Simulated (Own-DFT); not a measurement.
# How strain changes the stress of diamond-structure SiGeSn with randomly placed atoms, 64 atoms (Ge40Si16Sn8)

These are calculations, not measurements. The program, named Own-DFT, is a retired in-house plane-wave density functional code that no person has reviewed. Each row is one single-point run on a periodic cell that was not relaxed, without spin or spin-orbit coupling.

Settings of every run: PBE; PseudoDojo norm-conserving scalar-relativistic files; cutoff 49 hartree; 3 x 3 x 3 k mesh centred on Gamma; Fermi-Dirac smearing of 0.1 eV.

Known limits: forces on such cells moved up to 12 meV/angstrom on a denser k mesh; stress not checked against mesh or cutoff.

Unstrained cell vectors in Å: (11.410, 0.000, 0.000); (0.000, 11.410, 0.000); (0.000, 0.000, 11.410). The unstrained cell has measured lattice constants (interpolated for alloys), not those of this functional. That, the random moves and any unrelaxed bonds set the pressure at no strain. Each run strains this cell uniformly, with the atoms carried along. Every atom was also moved at random, by a Gaussian of width 0.05 Å on each axis. The random placing of the alloy's atoms differs from row to row. Strain is the symmetric tensor, in per cent. Stress is positive in tension, and the pressure is minus a third of its trace.

| run | e_xx (%) | e_yy (%) | e_zz (%) | s_xx (GPa) | s_yy (GPa) | s_zz (GPa) | P (GPa) | E (meV/atom) |
|---|---|---|---|---|---|---|---|---|
| 1 | 0.75 | 0.75 | 0.00 | -3.59 | -3.50 | -4.07 | 3.72 | 35.0 |
| 2 | -0.75 | -0.75 | 0.00 | -6.18 | -5.90 | -5.62 | 5.90 | 40.4 |
| 3 | -2.00 | -2.00 | 0.00 | -8.89 | -8.69 | -7.51 | 8.36 | 72.4 |
| 4 | -0.50 | -0.50 | 0.00 | -5.66 | -5.74 | -5.40 | 5.60 | 41.3 |
| 5 | -2.75 | -2.75 | 0.00 | -10.62 | -10.58 | -8.84 | 10.02 | 106.4 |
| 6 | -3.00 | -3.00 | 0.00 | -11.03 | -11.06 | -8.84 | 10.31 | 98.6 |
| 7 | 2.00 | 2.00 | 0.00 | -1.22 | -1.18 | -2.42 | 1.61 | 0.0 |
| 8 | -1.00 | -1.00 | 0.00 | -6.56 | -6.36 | -5.75 | 6.22 | 34.4 |
| 9 | -1.25 | -1.25 | 0.00 | ? | ? | ? | ? | ? |

E is the free energy for each atom above the lowest run shown.

## Worked fit

The change of volume is close to e_xx + e_yy + e_zz. A straight line through the runs shown gives P = 4.90 - 88 x (fractional change of volume) GPa, with an error of 3 on the slope and a scatter of 0.31 GPa. The strain isn't the same on all axes, but the crystal is cubic, so the slope still estimates the bulk modulus, averaged over pressures from 1.6 to 10.3 GPa.

## Withheld run

Question: what pressure should run 9 give? Its volume changes by -2.48 %.

The line gives 7.1 GPa. The calculation gave 7.09 GPa.
